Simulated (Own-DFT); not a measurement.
# Point defects and the pressure they add: D0_22 TiAl3

Everything here is calculated. The program is Own-DFT (plane waves, in-house, since retired, never reviewed by a person); positions were held fixed, and spin and spin-orbit coupling were off.

Common settings: PBE; PseudoDojo norm-conserving scalar-relativistic files; cutoff 42 hartree; 4 x 4 x 4 k mesh centred on Gamma; cold (Marzari-Vanderbilt) smearing of 0.2 eV.

Caveats: forces on such cells failed a check on a denser k mesh; stress not checked against mesh or cutoff.

All runs share one cell, with vectors in Å (-2.365, -6.981, 4.326); (-7.667, 3.491, 1.442); (-2.950, -3.488, -7.241) and a volume of 625.4 Å³. u is the rms random offset of the atoms per axis. The defect's site can differ from row to row.

```
cell,formula,u (Å),P (GPa)
no defect,Al30Ti10,0.0212,2.00
no defect,Al30Ti10,0.0219,2.02
no defect,Al30Ti10,0.0446,2.52
two Al on a Ti site each,Al32Ti8,0.0291,2.93
two Al on a Ti site each,Al32Ti8,0.0313,2.89
two Al on a Ti site each,Al32Ti8,0.0542,3.54
one Ti vacancy,Al30Ti9,0.0280,1.86
one Ti vacancy,Al30Ti9,0.0283,1.84
one Ti vacancy,Al30Ti9,0.0520,2.34
two Al vacancies,Al28Ti10,0.0313,1.12
two Al vacancies,Al28Ti10,0.0318,1.09
two Al vacancies,Al28Ti10,0.0579,1.84
two Ti on an Al site each,Al28Ti12,0.0258,3.26
two Ti on an Al site each,Al28Ti12,0.0314,?
two Ti on an Al site each,Al28Ti12,0.0466,3.43
two Ti on an Al site each,Al28Ti12,0.0501,3.94
```

## Working it out

P = P0 + c u² + a shift for each defect gives P0 = 1.89 GPa, c = 300 ± 30 GPa/Å² and a scatter of 0.11 GPa. The shifts, and each times the cell's volume:

- two Ti on an Al site each: 1.12 ± 0.09 GPa, 4.4 eV (2.2 eV for each of its 2 sites)
- two Al on a Ti site each: 0.75 ± 0.09 GPa, 2.9 eV (1.5 eV for each of its 2 sites)
- one Ti vacancy: -0.31 ± 0.09 GPa, -1.2 eV
- two Al vacancies: -1.07 ± 0.09 GPa, -4.2 eV (-2.1 eV for each of its 2 sites)

Positive is outwards. The product with the volume (160.2 GPa Å³ to the eV) is nearly free of the cell's size; divided by the bulk modulus at the cell's pressure it gives the volume that the defect adds. The atoms around the defects weren't relaxed, which would change these numbers.

## Withheld run

Q: what pressure belongs in the blank (two Ti on an Al site each, u = 0.0314 Å)?

The fit gives 3.30 ± 0.12 GPa. DFT gave 3.32 GPa.
